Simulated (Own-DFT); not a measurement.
# Response to strain: 4H SiC, 72 atoms (C36Si36)

These are calculations, not measurements. They come from Own-DFT, an in-house plane-wave density functional program, since retired, whose code no person has reviewed. Each row is one single-point run on a periodic cell that was not relaxed, without spin or spin-orbit coupling.

Settings of every run: PBE; PseudoDojo norm-conserving scalar-relativistic files; cutoff 42 hartree; 4 x 4 x 3 k mesh centred on Gamma; Fermi-Dirac smearing of 0.1 eV.

Known limits: forces on such cells passed a denser k mesh, each cell not checked; stress not checked against mesh or cutoff.

Unstrained cell vectors in Å: (9.248, 0.000, 0.000); (-4.624, 8.009, 0.000); (0.000, 0.000, 10.068). The unstrained cell has measured lattice constants (interpolated for alloys), not those of this functional. That, the random moves and any unrelaxed bonds set the pressure at no strain. Each run strains this cell uniformly, with the atoms carried along. Every atom was also moved at random, by a Gaussian of width 0.05 Å on each axis. Strain is the symmetric tensor, in per cent. Stress is positive in tension, and the pressure is minus a third of its trace.

```
run  e_xx (%)  e_yy (%)  e_zz (%)  e_yz (%)  e_xz (%)  e_xy (%)  s_xx (GPa)  s_yy (GPa)  s_zz (GPa)  s_yz (GPa)  s_xz (GPa)  s_xy (GPa)  P (GPa)  E (meV/atom)
  1     -0.39     -1.49      0.01      0.91     -1.61      1.69       -9.16      -13.11       -7.58        3.47       -6.60        7.69     9.95          39.2
  2      1.19     -0.32      0.61     -1.98      0.53     -0.10        2.51       -4.08       -3.29       -6.41        2.05       -0.59     1.62           0.0
  3     -0.10     -1.45      0.44      0.77      1.66      0.69       -5.69      -11.70       -5.83        2.99        5.39        4.12     7.74          29.8
  4      0.65      1.35     -1.00     -0.09      1.68      0.85        0.77       -0.19      -11.06       -0.71        6.09        3.89     3.50          33.5
  5     -1.04     -1.77      1.14     -1.51     -1.06      0.81      -12.22      -14.96       -0.26       -5.11       -3.50        4.13     9.15          24.7
  6     -1.48     -0.36      0.86     -1.46     -0.50      1.93      -13.57       -9.35       -1.25       -5.46       -1.64        9.89     8.06          35.1
  7     -1.64      0.41      1.01      0.15     -1.89      0.99      -14.40       -5.49       -1.22        0.40       -5.56        5.84     7.04          57.1
  8      0.04     -0.50     -1.17     -0.10      1.72      0.57       -2.58       -8.84      -16.22       -0.71        6.27        3.10     9.22          26.2
  9     -0.63     -1.89      0.09      0.76     -0.12     -0.42       -8.08      -16.98       -7.61        0.71       -1.06       -2.32    10.89          37.0
 10      1.23     -1.48     -1.50      1.25     -1.49      0.60        1.38      -13.19      -18.09        3.04       -4.69        2.98     9.97          55.1
 11      0.65      1.93     -1.88     -0.23      0.89      0.45       -0.24        4.40      -17.06       -0.74        2.87        3.23     4.30          39.2
 12     -1.86     -1.35     -0.36     -1.54     -1.30      0.01      -17.72      -15.68       -8.71       -5.14       -5.50       -0.69    14.04          41.9
 13     -0.17      0.60      1.23     -0.93     -0.19     -1.38       -4.11       -0.86        1.13       -2.52       -1.22       -6.54     1.28           9.6
 14      1.72     -0.05      0.83     -1.38      0.13      1.73        5.73       -3.14       -2.82       -4.55        0.44        7.18     0.08          30.8
 15      1.44     -1.18      1.66      0.07      1.99     -1.77        1.92      -10.26        3.48        0.82        6.56       -7.83     1.62          41.2
 16      0.64     -0.06      1.41      1.66      1.86     -1.17        0.43       -3.97        1.15        5.09        5.78       -4.46     0.80          19.1
 17      1.07      0.47     -1.46     -0.87     -0.70      1.76           ?           ?           ?           ?           ?           ?        ?             ?
```

E is the free energy for each atom above the lowest run shown.

## Worked fit

Each stress component was fitted by least squares to a constant and the strains of the runs shown, as fractions, with shears doubled. Shear strains stay in the fit of a normal stress only where such slopes are resolved. The slopes, in GPa:

```
stress  at no strain  per e_xx  per e_yy  per e_zz  scatter
  s_xx          -4.4  599 ± 26   76 ± 27    3 ± 27     1.13
  s_yy          -5.7  130 ± 23  517 ± 24   75 ± 24     1.00
  s_zz          -6.9  -20 ± 22   72 ± 22  627 ± 23     0.93
```

Each shear stress against twice its own strain: yz 160 ± 9, xz 171 ± 8, xy 238 ± 9 GPa. These are stiffnesses along x, y and z of the frame in which the cell vectors are given, which need not be the crystal's axes. The atoms are held to the strained lattice; where symmetry lets them move under strain, relaxing them would lower some slopes. The table should be nearly symmetric about its diagonal, and what it lacks of that shows the noise. A ninth of its sum, 231 ± 6 GPa, estimates the bulk modulus near the mean pressure of these runs, 6.2 GPa, so it lies above the value at zero pressure.

## Withheld run

Question: what normal stresses and pressure should run 17 give?

The fit gives s_xx = 2.3, s_yy = -3.0, s_zz = -16.0 and P = 5.6 GPa. The calculation gave 0.57, -0.94, -16.34 and P = 5.57 GPa.
